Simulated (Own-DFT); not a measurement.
Hf$_{36}$O$_{71}$ (tetragonal hafnia with one neutral oxygen vacancy, atoms displaced) (calculated)

All values are calculated (Own-DFT development build). A calculation, not a measurement: plane-wave PBE and HSE06 DFT by an unreviewed code, no spin, of a simulated cell at Gamma alone, so results move with cell size and shape, stress positive in tension, energies less offsets, not probed for a lower state with spin; hafnium file: forces about 75 meV/angstrom off all-electron values; oxygen file: force components 24 meV/angstrom off all-electron in a glass; k mesh not checked against a denser one; forces and stress are PBE's, HSE06 gives the energy alone, and its difference from PBE has offsets of its own; offsets are fitted by least squares, one for each functional and potential file, so energies compare only between cells with the same atoms and settings and are not formation energies; the far tail of each file's local potential was reset to the Coulomb form; each entry is a single point on an unrelaxed cell, so the pressure reflects the starting lattice, taken from the Materials Project, from which strain is counted, and rises with the displacements; printed positions are rounded, which can move forces by about a meV/angstrom; the program is a retired in-house code; no spin-orbit coupling.

Hf$_{36}$O$_{71}$ (tetragonal hafnia with one neutral oxygen vacancy, atoms displaced)

```xyz
107
Lattice="10.7800 0.0000 0.0000 0.0000 10.7800 0.0000 0.0000 0.0000 10.4493" Properties=species:S:1:pos:R:3 Hf36O71
Hf    10.7510     0.0320    10.3974
Hf     1.7451     1.8463     2.5809
O      0.0716     1.8178     1.6724
O      1.7668     0.0134     3.6534
O      0.0092     1.8383     4.2363
O      1.8084     0.0402     0.9423
Hf    10.7560     0.0408     5.1979
Hf     1.8268     1.8125     7.7807
O     10.6906     1.8048     6.8335
O      1.7257     0.0353     8.8036
O     10.7647     1.7872     9.4448
O      1.7852     0.0297     6.2193
Hf    10.6984     3.6298    10.4132
Hf     1.8134     5.3761     2.6668
O     10.7417     5.4123     1.5961
O      1.8018     3.5708     3.6190
O      0.0017     5.3850     4.2589
O      1.7730     3.5678     1.0245
Hf     0.0082     3.6289     5.1488
Hf     1.7966     5.4363     7.8806
O     10.7335     5.3317     6.8532
O      1.7670     3.5736     8.8923
O      0.0103     5.3950     9.4520
O      1.8307     3.5780     6.2604
Hf     0.0824     7.1327    10.4099
Hf     1.8984     8.9597     2.5825
O      0.0419     9.0173     1.5871
O      1.8132     7.1728     3.5326
O      0.0702     8.8824     4.1710
O      1.7521     7.1294     1.0272
Hf     0.0582     7.1534     5.2757
Hf     1.7767     8.9502     7.8059
O      0.0202     8.9674     6.6343
O      1.7611     7.2508     8.8441
O      0.0432     8.9054     9.3874
O      1.8262     7.1787     6.2798
Hf     3.5797     0.0180    10.4247
Hf     5.4183     1.8760     2.5856
O      3.6018     1.8517     1.5811
O      5.4230     0.0199     3.6428
O      3.6125     1.7227     4.2098
O      5.3733     0.0222     0.9535
Hf     3.5632    10.7393     5.2171
Hf     5.4132     1.7696     7.8221
O      3.5085     1.8224     6.8403
O      5.3347     0.0948     8.8084
O      3.5262     1.7522     9.4655
O      5.3599     0.0391     6.2936
Hf     3.5247     3.6397     0.0712
Hf     5.3968     5.5063     2.6147
O      3.6585     5.3089     1.5306
O      5.4345     3.5635     3.6617
O      3.5079     5.3316     4.2023
O      5.3420     3.5680     1.1098
Hf     3.5092     3.6372     5.2208
Hf     5.3720     5.3288     7.7901
O      3.6822     5.3230     6.8717
O      5.4522     3.6551     8.9155
O      3.5231     5.3733     9.4543
O      5.3925     3.5139     6.2963
Hf     3.5916     7.1350    10.4280
Hf     5.3951     8.9798     2.5470
O      3.6558     8.9978     1.5358
O      5.4395     7.0483     3.6630
O      3.6232     9.0162     4.1444
O      5.3883     7.2080     1.0914
Hf     3.6744     7.1286     5.1441
Hf     5.3856     8.8941     7.7819
O      3.6655     8.9117     6.8589
O      5.3846     7.1961     8.9344
O      3.5687     9.0349     9.4830
O      5.4201     7.1821     6.2717
Hf     7.1935     0.0592    10.3785
Hf     9.0342     1.8856     2.6019
O      7.2663     1.7698     1.6511
O      7.1910     1.7876     4.2163
O      8.9921     0.0806     0.9577
Hf     7.2351    10.7233     5.2731
Hf     8.9207     1.8156     7.7476
O      7.1839     1.8534     6.8153
O      8.9502    10.7631     8.8792
O      7.1917     1.7200     9.3969
O      8.9389    10.7741     6.2793
Hf     7.2222     3.6140     0.0700
Hf     8.9078     5.3709     2.5816
O      7.1224     5.3098     1.5977
O      8.9889     3.6093     3.7364
O      7.1650     5.2915     4.1752
O      8.9759     3.5922     1.0636
Hf     7.1126     3.6484     5.1934
Hf     8.9865     5.3404     7.8162
O      7.1683     5.3007     6.8111
O      9.0322     3.5664     8.8008
O      7.1160     5.4160     9.4074
O      9.0116     3.7180     6.3058
Hf     7.2102     7.2413     0.0914
Hf     9.0501     9.0392     2.5872
O      7.1676     8.9518     1.5754
O      9.0034     7.2107     3.5718
O      7.2502     9.0760     4.2055
O      8.8970     7.2314     1.0653
Hf     7.2702     7.1969     5.2622
Hf     8.9297     8.9656     7.7815
O      7.0990     8.9837     6.7898
O      9.0257     7.2544     8.8949
O      7.1634     9.0013     9.4152
O      9.0887     7.1550     6.2561
```

- first functional: PBE
- second functional: HSE06
- exact exchange share: 0.25
- screening: 0.11 1/bohr
- exchange divergence: Gygi-Baldereschi
- potential files: PseudoDojo norm-conserving, scalar-relativistic, made for PBE, standard set
- wave cutoff: 48 hartree
- occupations: fixed
- k mesh: 1 x 1 x 1 centred on Gamma
- PBE energy of cell above offsets: -96.651 eV
- HSE06 less PBE above offsets: 0.061 eV
- PBE pressure: 2.24 GPa
- PBE stress xx: -2.62 GPa
- PBE stress yy: -1.6 GPa
- PBE stress zz: -2.49 GPa
- PBE stress yz: 0.1 GPa
- PBE stress xz: -0.35 GPa
- PBE stress xy: -0.23 GPa

Force:
```csv
element,x (eV/Å),y (eV/Å),z (eV/Å)
Hf,1.059,-1.124,-0.422
Hf,3.037,-1.898,0.458
O,-2.451,0.2,-1.41
O,-0.077,-0.539,-0.72
O,-0.333,-0.36,-0.491
O,-0.543,-0.261,0.784
Hf,0.76,-1.173,-0.142
Hf,-1.255,-0.404,1.455
O,1.097,-0.208,-0.772
O,-0.057,-1.067,-0.535
O,-0.423,0.952,0.628
O,0.059,-0.366,0.054
Hf,1.796,-1.407,-0.255
Hf,-0.653,-0.249,-1.907
O,0.044,-0.359,0.468
O,-0.058,0.813,0.739
O,0.663,0.567,-1.086
O,-1.017,0.699,0.299
Hf,-0.997,-0.693,2.39
Hf,-0.03,-1.522,-0.245
O,2.128,0.681,0.15
O,-0.103,1.098,-0.541
O,0.139,-0.222,-0.813
O,-1.272,0.712,-0.296
Hf,-2.104,1.793,0.694
Hf,-1.644,1.769,-0.05
O,-0.128,-0.102,-0.054
O,0.815,-0.274,1.25
O,-0.615,1.042,-0.046
O,1.785,-0.015,-0.108
Hf,-0.038,1.334,-0.953
Hf,-0.326,2.335,0.111
O,-0.447,0.148,1.816
O,0.414,-1.759,0.581
O,-0.013,1.253,-0.104
O,1.039,-0.735,-0.562
Hf,0.273,0.613,0.005
Hf,-0.636,-1.378,0.585
O,-0.537,-0.037,0.585
O,-0.105,-0.939,-0.894
O,-0.244,1.431,0.481
O,0.75,-0.199,0.597
Hf,0.786,1.704,-0.12
Hf,-1.044,1.069,-0.057
O,1.938,-0.019,-0.511
O,0.358,-2.269,0.316
O,0.036,1.84,-0.566
O,0.284,-0.105,-0.65
Hf,1.047,-2.315,-0.62
Hf,-0.058,-4.558,-1.684
O,-1.293,1.038,1.06
O,-0.433,1.522,0.265
O,0.208,1.496,-0.527
O,1.505,-0.361,-1.115
Hf,1.862,-3.461,0.683
Hf,2.253,-0.111,2.32
O,-2.662,0.518,-1.481
O,-0.417,-1.144,-0.18
O,-0.425,0.754,-0.73
O,-0.992,0.779,-0.71
Hf,0.72,1.487,-0.064
Hf,0.422,2.06,0.591
O,-0.774,-0.569,0.58
O,-0.463,3.817,1.916
O,-0.01,-2.117,0.239
O,-0.393,-0.568,0.146
Hf,-0.556,1.502,1.261
Hf,-0.426,1.412,2.557
O,-1.854,-0.063,-1.093
O,-0.839,-0.547,-0.686
O,-0.23,-1.721,-0.812
O,0.123,-0.234,-0.917
Hf,-0.422,-1.463,0.857
Hf,-0.557,-1.603,1.231
O,-0.631,0.605,-0.897
O,0.874,-0.277,0.314
O,-0.059,-0.46,1.085
Hf,-2.439,2.446,-1.081
Hf,0.755,-0.481,1.177
O,-0.003,-0.267,-0.343
O,0.385,-0.417,-1.065
O,0.113,2.709,-0.01
O,0.916,-0.329,-0.324
Hf,-2.832,0.023,-1.534
Hf,0.898,0.908,0.783
O,0.879,0.235,-0.387
O,0.399,0.313,-1.217
O,0.49,3.144,-0.362
O,0.305,0.194,0.173
Hf,0.55,-2.588,1.177
Hf,-0.922,0.32,0.41
O,0.195,1.1,-0.567
O,-0.277,0.544,1.63
O,1.323,-0.184,1.147
O,-0.466,-0.644,-1.076
Hf,-0.655,0.195,-2.193
Hf,0.274,-0.02,0.089
O,0.497,0.283,0.474
O,-0.879,-0.805,0.708
O,0.35,-2.289,-0.131
O,1.871,-0.718,-0.135
Hf,0.176,-0.193,-0.876
Hf,1.223,0.413,1.481
O,1.983,-0.661,-0.747
O,-0.488,-0.965,-0.806
O,0.02,-0.226,-0.189
O,-2.27,0.168,0.062
```
